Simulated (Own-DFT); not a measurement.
# Forces on the neighbours of a vacancy: 2H SiC, 71 atoms (C36Si35), with one Si vacancy

Calculated results; nothing here was measured. They come from Own-DFT, an in-house plane-wave density functional program, since retired, whose code no person has reviewed. Each row is one single-point run on a periodic cell that was not relaxed, without spin or spin-orbit coupling.

Settings of every run: PBE; PseudoDojo norm-conserving scalar-relativistic files; cutoff 42 hartree; 4 x 4 x 3 k mesh centred on Gamma; Fermi-Dirac smearing of 0.1 eV.

Known limits: a neutral cation vacancy leaves holes that likely carry spin, which these runs leave out; not probed for a lower state with spin; forces on such cells moved up to 12 meV/angstrom on a denser k mesh; stress not checked against mesh or cutoff.

Cell vectors in Å: (9.248, 0.000, 0.000); (-4.624, 8.009, 0.000); (0.000, 0.000, 10.068). Every atom was also moved at random, by a Gaussian of width 0.05 Å on each axis. The defect's site can differ from row to row. The empty site has 4 nearest neighbours, all C. For each, d is its distance from the empty site and R the part of its force along the line away from it, positive outwards. The last column is the rms force component on atoms over 4.5 Å away.

```
run  d1 (Å)  d2 (Å)  d3 (Å)  d4 (Å)  R1 (eV/Å)  R2 (eV/Å)  R3 (eV/Å)  R4 (eV/Å)  far F (eV/Å)
  1   1.851   1.931   1.960   1.983       2.13       1.30       1.10       0.76          2.21
  2   1.854   1.869   1.894   1.924       1.82       1.11       0.98       0.99          1.56
  3   1.841   1.877   1.885   1.894       1.72       1.72       1.08       1.34          1.48
  4   1.805   1.882   1.903   1.945       1.92       1.81       0.95       1.45          1.74
  5   1.834   1.881   1.916   1.957       1.62       1.45       1.15       0.45          1.50
  6   1.829   1.834   1.886   1.886       1.56       1.55       1.06       1.09          1.43
  7   1.834   1.875   1.887   1.923       1.81       2.15       1.54       0.85          1.42
  8   1.860   1.883   1.888   1.966       1.52       1.10       1.98       1.09          1.33
  9   1.850   1.872   1.885   1.926          ?          ?          ?          ?             ?
```

## Worked fit

A straight line through the 32 neighbours shown gives R = 1.38 - 6.5 (d - 1.889) eV/Å, with a scatter of 0.31 left by the moves of the other atoms. The slope, with an error of 1.3, is the pull back towards the neighbour's own site. The constant, 1.38 ± 0.06 eV/Å, is the force at the mean distance: with one bond gone, the neighbours are pushed outwards, away from the empty site. It shows how a relaxation would start, not where it would end, and it depends somewhat on the width of the random moves.

## Withheld run

Question: what mean R should the neighbours of run 9 feel? Their mean d is 1.884 Å.

The line gives 1.41 ± 0.18 eV/Å, by the scatter of the means of the runs shown. The calculation gave R = 1.61, 1.49, 1.91, 1.58, a mean of 1.65 eV/Å.
